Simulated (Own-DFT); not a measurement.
Simulation results for AlGa₃N₄ (wurtzite random alloy, strained, atoms displaced), Al₃GaN₄ (wurtzite random alloy, strained, atoms displaced)

Computed with Own-DFT development build. A calculation, not a measurement: plane-wave PBE density functional theory by an unreviewed code, no spin, of a simulated periodic cell, stress positive in tension, free energy of the whole cell less one offset for each atom, forces on such cells passed a denser k mesh, this cell's mesh not checked; offsets are fitted by least squares, one for each functional and potential file, so energies compare only between cells with the same atoms and settings and are not formation energies; the far tail of each file's local potential was reset to the Coulomb form; each entry is a single point on an unrelaxed cell, so the pressure reflects the starting lattice, mostly measured values, from which strain is counted, and rises with the displacements; printed positions are rounded, which can move forces by about a meV/angstrom; the program is a retired in-house code; no spin-orbit coupling.

Settings shared by all entries: functional PBE; k mesh 4 x 4 x 3 centred on Gamma.

(1) 
```xyz
72
Lattice="9.4855 0.0000 0.0000 -4.7427 8.2147 0.0000 0.0000 0.0000 10.2685" Properties=species:S:1:pos:R:3:force_x:R:1:force_y:R:1:force_z:R:1 formula=AlGa3N4 potential_files=PseudoDojo_norm-conserving,scalar-relativistic,standard_set wave_cutoff=42 occupations=Fermi-Dirac smearing_width=0.1 free_energy_of_cell_above_offsets=8.266 pressure=8.87 stress_xx=-9.93 stress_yy=-7.93 stress_zz=-8.75 stress_yz=0.4 stress_xz=0.39 stress_xy=-0.46
Al     0.0583     1.8927     0.0302      -2.06     -1.442      0.425
Ga     1.4873     0.8312     2.6163      0.635      0.738     -2.003
N     -0.0671     1.7834     1.9336      1.356      1.393     -0.892
N      1.6037     0.8324     4.4272     -0.437      0.308      2.874
Ga     0.0275     1.8255     5.1712       0.22     -0.373     -1.465
Ga     1.6208     0.9117     7.5744     -3.356     -2.081      2.807
N      0.0576     1.8165     7.0383     -1.332        0.3       0.71
N      1.5241     1.0219     9.7390      0.318     -1.909     -1.647
Ga    -1.5935     4.5441    10.2165      1.254      0.144       1.54
Ga     0.0044     3.6963     2.6053     -0.571      -1.28     -1.024
N     -1.5649     4.5561     1.8925     -0.241      0.394      0.705
N      0.0284     3.6106     4.4700     -1.855      0.672      1.711
Al    -1.5870     4.6282     5.2251      0.071     -1.658     -1.847
Ga    -0.1201     3.6287     7.6937      3.264     -0.114      0.561
N     -1.6162     4.5557     7.0928      1.233      1.256     -1.104
N      0.0667     3.6188     9.6961     -1.866      0.297     -1.063
Ga    -3.1798     7.3800     0.0863     -0.413     -0.375      -1.49
Al    -1.5796     6.2947     2.6180       -0.2        0.8     -1.345
N     -3.1276     7.2443     1.9405        1.3     -0.101      1.286
N     -1.5726     6.3280     4.4817     -0.588     -0.342      0.109
Ga    -3.2194     7.2095     5.0942      1.412      1.067      0.417
Ga    -1.5951     6.4078     7.7232      0.357      0.821      0.422
N     -3.2280     7.2619     7.0347      1.188      0.302      0.058
N     -1.6189     6.3570     9.7294      0.197      0.935     -1.623
Ga     3.1807     1.7302    10.2230     -0.279      1.559      1.372
Ga     4.8049     0.9303     2.5604     -1.681     -0.398     -0.896
N      3.0934     1.7606     2.0416      0.829      1.315     -1.208
N      4.7261     0.8968     4.4280      1.172      0.956      1.836
Ga     3.1440     1.8352     5.0995       0.23     -1.228      0.429
Ga     4.7314     0.9284     7.7178      0.344     -0.825     -1.421
N      3.0711     1.7154     7.1609      4.321      3.741     -2.147
N      4.7475     0.8743     9.5777      0.039     -0.202      1.458
Al     1.5062     4.5083     0.0162      2.539      1.608      0.027
Al     3.0971     3.6308     2.5052      1.281     -0.373      0.535
N      1.5827     4.5524     1.9986      0.093      0.792     -1.453
N      3.1415     3.6268     4.5680      1.213      0.063     -2.155
Ga     1.5881     4.4492     5.0954     -0.497      2.288      1.388
Al     3.1895     3.6621     7.7295     -0.477     -0.495      0.038
N      1.6297     4.5311     7.0977     -0.514      0.026     -0.143
N      3.0927     3.6228     9.6250      0.712      0.406      0.359
Ga     0.0078     7.2468     0.0701       0.57      0.158     -1.669
Al     1.5559     6.3724     2.5988      0.957      0.468     -1.059
N     -0.0841     7.2769     1.9156      1.285     -0.633      2.035
N      1.5402     6.3623     4.4456      1.528      0.378      0.793
Ga    -0.0287     7.3118     5.0275      0.718     -0.353      1.347
Ga     1.6139     6.4393     7.7135     -0.244     -1.117     -0.671
N      0.0359     7.2723     7.0442     -1.089      0.397     -0.288
N      1.6773     6.4400     9.5988     -1.989     -2.041      1.406
Ga     6.2905     1.8585    10.1705      0.901     -1.461      1.173
Ga     7.9149     0.9468     2.5885     -0.654     -1.412     -1.482
N      6.3160     1.8870     1.9698      0.256     -1.983     -1.652
N      7.9875     0.8968     4.4316     -1.529     -0.298      2.646
Al     6.3536     1.7963     5.0741     -0.197      0.378      0.264
Ga     7.8823     0.8905     7.6407      0.953      1.423      1.657
N      6.3561     1.7692     7.0421     -0.925      1.808     -1.002
N      7.8730     0.8441     9.6021      1.076      2.483      0.274
Ga     4.8101     4.5634     0.0226     -3.047      1.169     -0.248
Ga     6.3163     3.6120     2.5050     -0.247       2.41      0.831
N      4.6968     4.6442     1.9074     -0.242     -2.152      1.219
N      6.3191     3.6781     4.4752      1.323     -0.811       0.92
Ga     4.7501     4.5660     5.0934     -0.203     -0.641      1.002
Ga     6.4229     3.7396     7.7782     -3.029     -2.153     -0.226
N      4.7902     4.5482     7.1328     -0.956       -0.2       -0.5
N      6.3096     3.6978     9.7397      0.905     -1.164     -1.916
Ga     3.2104     7.2918     0.0024     -0.511      0.408      1.102
Ga     4.8327     6.4133     2.5917     -1.311      -0.66     -0.509
N      3.2694     7.2420     1.9462     -2.643      0.828      0.465
N      4.7310     6.3740     4.4873      -1.21      0.114      0.799
Al     3.2441     7.3362     5.1848     -1.566     -0.507     -1.654
Ga     4.7047     6.4338     7.6926     -0.135     -0.841      0.953
N      3.1636     7.4008     7.0469      0.296     -2.399     -1.408
N      4.7123     6.4153     9.6535      1.751      -0.58     -0.744
```

Units: wave_cutoff in hartree; smearing_width, free_energy_of_cell_above_offsets in eV; pressure, stress_xx, stress_yy, stress_zz, stress_yz, stress_xz, stress_xy in GPa; force_x, force_y, force_z in eV/Å.

(2) 
```xyz
72
Lattice="9.5816 0.0000 0.0000 -4.7908 8.2979 0.0000 0.0000 0.0000 10.0655" Properties=species:S:1:pos:R:3:force_x:R:1:force_y:R:1:force_z:R:1 formula=Al3GaN4 potential_files=PseudoDojo_norm-conserving,scalar-relativistic,standard_set_with_the_stringent_files_for_Ga wave_cutoff=96 occupations=Gaussian smearing_width=0.01 free_energy_of_cell_above_offsets=-23.424 pressure=-1.66 stress_xx=3.07 stress_yy=4.68 stress_zz=-2.78 stress_yz=0.26 stress_xz=0.66 stress_xy=-1.15
Al    -0.0572     1.7784     0.0020      0.777      0.889     -0.234
Al     1.5976     0.8982     2.5191     -0.167      0.296     -0.718
N     -0.0732     1.7620     1.8628      2.404      1.247      0.458
N      1.5363     0.8592     4.3955      1.681      0.709      0.179
Ga    -0.0293     1.8182     4.9948       0.51      0.031      0.276
Al     1.5751     0.9533     7.6030     -0.184     -0.601     -1.107
N     -0.0644     1.7939     6.8925      0.951      0.863      2.096
N      1.5983     0.9570     9.4962       0.16     -0.437     -0.003
Ga    -1.5367     4.6148    10.0557     -1.231       -0.6     -0.094
Ga     0.0395     3.7584     2.4920     -0.568      -1.69      0.329
N     -1.5680     4.6395     1.9379     -0.904       0.18      0.658
N     -0.0821     3.6921     4.4618       1.23      0.544     -0.103
Al    -1.5932     4.6210     5.0746     -0.233      0.078      0.524
Al     0.0466     3.6980     7.6002     -1.848     -0.941     -0.949
N     -1.5870     4.5682     6.9982      0.373      0.016     -0.497
N      0.0326     3.7143     9.4583      0.044     -1.921      0.215
Al    -3.1596     7.3790     0.0060     -0.133      0.128     -0.401
Al    -1.5508     6.4423     2.4960     -0.353      0.586      0.626
N     -3.1987     7.3547     1.8893      1.743      0.469      0.147
N     -1.5956     6.4493     4.5308      0.244     -0.787     -1.649
Al    -3.1474     7.3368     5.0170     -1.078      0.773      0.422
Ga    -1.5841     6.4509     7.5823     -0.345       0.34      -1.12
N     -3.2679     7.3982     6.9061      1.493      0.982      0.916
N     -1.5496     6.4370     9.4732     -1.114      1.171      1.191
Al     3.2193     1.9009    10.0279      0.315     -1.002      0.253
Ga     4.7845     0.9142     2.5142      0.455      0.164     -0.208
N      3.1985     1.8384     1.8970     -1.119     -0.119     -0.258
N      4.7904     0.8724     4.4189      -0.04      0.396      1.469
Al     3.1765     1.9198     5.0575      0.299     -1.596     -0.221
Al     4.8862     1.0328     7.5405      -1.64     -1.729      0.052
N      3.1640     1.8803     7.0163        0.1     -0.657     -0.805
N      4.8636     0.9682     9.4626     -1.712     -1.041     -0.219
Al     1.5711     4.5257     9.9875      1.621      1.586      0.112
Ga     3.1345     3.7235     2.5142      1.293      -1.54      1.257
N      1.6434     4.5540     1.8564     -1.281      1.746     -0.568
N      3.2173     3.7518     4.5599     -0.505     -0.591     -0.617
Al     1.5689     4.5753     5.0900      0.177      0.738     -0.201
Al     3.1022     3.6628     7.5039      1.457      1.474      0.288
N      1.5022     4.6349     7.0131      1.273      -0.29     -0.768
N      3.2780     3.6612     9.4246     -1.468      0.846      0.292
Al    -0.0162     7.3388    10.0398      1.418       0.87     -0.136
Al     1.5879     6.4051     2.5048      0.392      0.384      0.074
N      0.0443     7.3432     1.9391     -0.876     -0.852     -0.792
N      1.6000     6.4461     4.4476      0.546     -1.103     -0.443
Al     0.0274     7.2089     5.0186     -0.292      2.666      1.244
Al     1.6204     6.4698     7.5411     -0.841      0.476      0.026
N     -0.0093     7.3945     7.0351      0.789      0.449     -1.347
N      1.5903     6.4426     9.4125       0.47      -0.36        1.3
Al     6.3247     1.8322     0.0228      1.905      0.698     -0.906
Ga     8.0540     0.8990     2.6040     -1.846     -0.479     -2.955
N      6.3909     1.8337     1.8278      0.349      1.088      2.594
N      8.0002     0.8446     4.4010     -1.021      1.374      1.775
Al     6.4431     1.7808     4.9959     -1.266      0.249     -0.162
Al     7.9850     0.8635     7.5476     -0.464      1.166      0.143
N      6.3766     1.8101     6.8463      1.098      1.297      1.192
N      8.0470     0.8733     9.4731      -1.32      0.431     -0.695
Al     4.7108     4.6773     0.0630      1.431     -1.369     -0.936
Al     6.4186     3.7186     2.5462     -0.288     -0.966     -0.452
N      4.7580     4.5694     1.9733      1.281     -0.231     -0.628
N      6.3619     3.7723     4.5827      3.092     -2.771     -2.626
Al     4.9154     4.5825     5.0009     -4.104      2.844      1.745
Al     6.3846     3.7557     7.4831     -0.785      -0.86      1.026
N      4.7179     4.7152     6.9405      0.576     -2.097      0.041
N      6.4124     3.6708     9.5242     -1.012      0.454     -0.978
Al     3.2340     7.4089     0.0436     -1.492     -0.453     -0.638
Ga     4.8599     6.4025     2.4518     -1.688      0.977      1.644
N      3.0979     7.3573     1.8932      0.954     -0.621      0.595
N      4.8168     6.4939     4.5163      0.127     -0.816     -1.132
Al     3.2336     7.4326     4.9972     -0.287      -2.25      0.742
Ga     4.8223     6.4930     7.6250     -1.398      0.022     -1.117
N      3.0669     7.4613     6.8907      1.001     -1.086      0.211
N      4.7641     6.4731     9.5498      0.872      0.155      0.566
```

Units: wave_cutoff in hartree; smearing_width, free_energy_of_cell_above_offsets in eV; pressure, stress_xx, stress_yy, stress_zz, stress_yz, stress_xz, stress_xy in GPa; force_x, force_y, force_z in eV/Å.

(3) 
```xyz
72
Lattice="9.5816 0.0000 0.0000 -4.7908 8.2979 0.0000 0.0000 0.0000 10.0655" Properties=species:S:1:pos:R:3:force_x:R:1:force_y:R:1:force_z:R:1 formula=Al3GaN4 potential_files=PseudoDojo_norm-conserving,scalar-relativistic,standard_set_with_the_stringent_files_for_Ga wave_cutoff=96 occupations=Gaussian smearing_width=0.01 free_energy_of_cell_above_offsets=-22.635 pressure=-1.38 stress_xx=4.96 stress_yy=3.11 stress_zz=-3.92 stress_yz=0.18 stress_xz=0.3 stress_xy=-1.34
Al     0.0445     1.7891     0.0183      -0.88      0.925     -0.191
Al     1.5882     0.9213     2.4615     -0.553     -0.153        0.4
N     -0.0314     1.9028     1.9394      0.643     -0.875     -0.182
N      1.5277     0.9641     4.4289       1.25     -0.671      0.111
Al     0.0233     1.8321     5.0921     -0.614      1.292     -0.165
Ga     1.6197     0.8994     7.4538     -0.723      0.948      1.467
N     -0.0549     1.8719     7.0287       0.95     -0.033     -1.523
N      1.5419     0.8829     9.4260      0.482     -0.569      1.135
Al    -1.5990     4.6216     9.9776     -0.336     -1.581      1.535
Al     0.0902     3.7270     2.6268     -1.789     -0.604     -3.908
N     -1.5494     4.5909     1.8544      0.649     -0.606      0.209
N      0.0027     3.7396     4.3590      0.197     -0.612      3.452
Al    -1.6109     4.5449     4.9617     -0.051      1.391      0.373
Ga    -0.0227     3.7616     7.6280      0.477     -0.648     -1.575
N     -1.6370     4.5650     6.9546      0.704       2.06     -1.056
N      0.0189     3.6563     9.4707      0.002      0.389      1.474
Al    -3.2154     7.3263     0.0763     -0.159     -0.008     -2.046
Ga    -1.4931     6.4231     2.4220     -2.726     -1.411      1.306
N     -3.1570     7.3560     1.9038     -1.134      0.565        0.8
N     -1.6054     6.4830     4.3945      0.034     -0.055      1.532
Al    -3.2735     7.3941     5.0053      0.872     -0.602     -0.202
Al    -1.6073     6.4991     7.5442     -0.695     -1.003      0.513
N     -3.2793     7.3802     7.0312      2.966     -0.172      -2.61
N     -1.6293     6.3788     9.5183      0.559      1.986     -0.988
Ga     3.1768     1.8376     0.0328     -0.471      0.651     -2.482
Al     4.7713     0.9119     2.5494      0.506     -0.205     -0.888
N      3.2213     1.7673     1.8438     -0.451      0.718      3.385
N      4.8101     0.8955     4.4249     -0.476      0.686      0.428
Al     3.1745     1.8326     5.0523      0.208     -0.172     -0.238
Al     4.7887     0.9223     7.6100      0.423      0.124     -0.198
N      3.2339     1.8412     6.9760      0.235     -0.132     -0.713
N      4.7726     0.9386     9.5080      1.189     -0.735     -0.138
Al     1.5734     4.6734    10.0112      0.432     -1.499      0.591
Al     3.2204     3.6353     2.5013      -0.25      0.538      0.313
N      1.5343     4.6053     1.8886      1.884      0.291      0.169
N      3.2269     3.6170     4.4759     -0.707      0.923     -0.457
Al     1.5407     4.6168     5.0399      1.011       0.33     -0.636
Al     3.1769     3.6310     7.5645      0.024      1.335     -0.874
N      1.5808     4.6707     6.8885      0.417     -0.567      1.112
N      3.2410     3.7591     9.3847     -2.347     -0.938       1.25
Al     0.0417     7.4196     0.0400     -0.971     -0.794     -0.996
Al     1.6097     6.4322     2.5085      0.271      0.123     -0.047
N     -0.0399     7.3275     1.9189      3.581      2.369       -0.6
N      1.6039     6.5289     4.4331     -0.065     -0.879     -0.264
Al     0.0232     7.4000     4.9957     -0.835     -0.753      0.803
Al     1.5819     6.4420     7.6060      0.424      0.398     -1.785
N     -0.0373     7.3824     7.0653      0.647      0.313     -1.307
N      1.6242     6.4529     9.4408     -1.906     -0.018      0.642
Al     6.3877     1.8539     0.0437     -0.168      0.182     -1.175
Al     7.9304     0.9650     2.4914      1.395     -0.397      0.786
N      6.4040     1.9106     1.8939     -0.745     -4.381      0.206
N      8.0355     1.0531     4.5092      -1.53     -1.604     -1.008
Al     6.3303     1.8677     5.0694      1.125      0.577     -0.468
Al     8.0482     0.9201     7.5687     -1.223     -0.668     -0.634
N      6.4028     1.8898     6.9866     -0.489     -3.343     -0.813
N      7.9690     0.9124     9.4430      0.033       1.23       0.53
Ga     4.7371     4.6993     0.0210      0.664     -2.623      0.127
Ga     6.4265     3.6007     2.4495      0.108      3.583      0.553
N      4.7839     4.5638     1.9199     -0.776      0.516      0.962
N      6.3849     3.7533     4.3659      -0.71     -1.051      2.083
Al     4.7707     4.6537     5.1767      0.196     -0.862     -2.425
Ga     6.4466     3.6084     7.5202     -1.691      2.127      2.088
N      4.7336     4.6197     6.9976      0.424     -1.236     -0.259
N      6.3181     3.6598     9.6183      1.631      0.053     -1.581
Ga     3.1373     7.4040    10.0106      1.621     -0.544      0.465
Al     4.8225     6.3998     2.4786     -0.007     -0.052      0.505
N      3.2472     7.3354     1.8931     -0.971       0.79      1.128
N      4.7526     6.4078     4.4196      0.206      0.827      0.174
Al     3.2001     7.3869     5.0149       0.05      0.514       0.11
Ga     4.8272     6.4573     7.5113      -1.86     -1.037      1.096
N      3.2081     7.3176     6.9293     -1.212      1.466      0.118
N      4.7374     6.3549     9.4308      1.025      3.875      0.501
```

Units: wave_cutoff in hartree; smearing_width, free_energy_of_cell_above_offsets in eV; pressure, stress_xx, stress_yy, stress_zz, stress_yz, stress_xz, stress_xy in GPa; force_x, force_y, force_z in eV/Å.
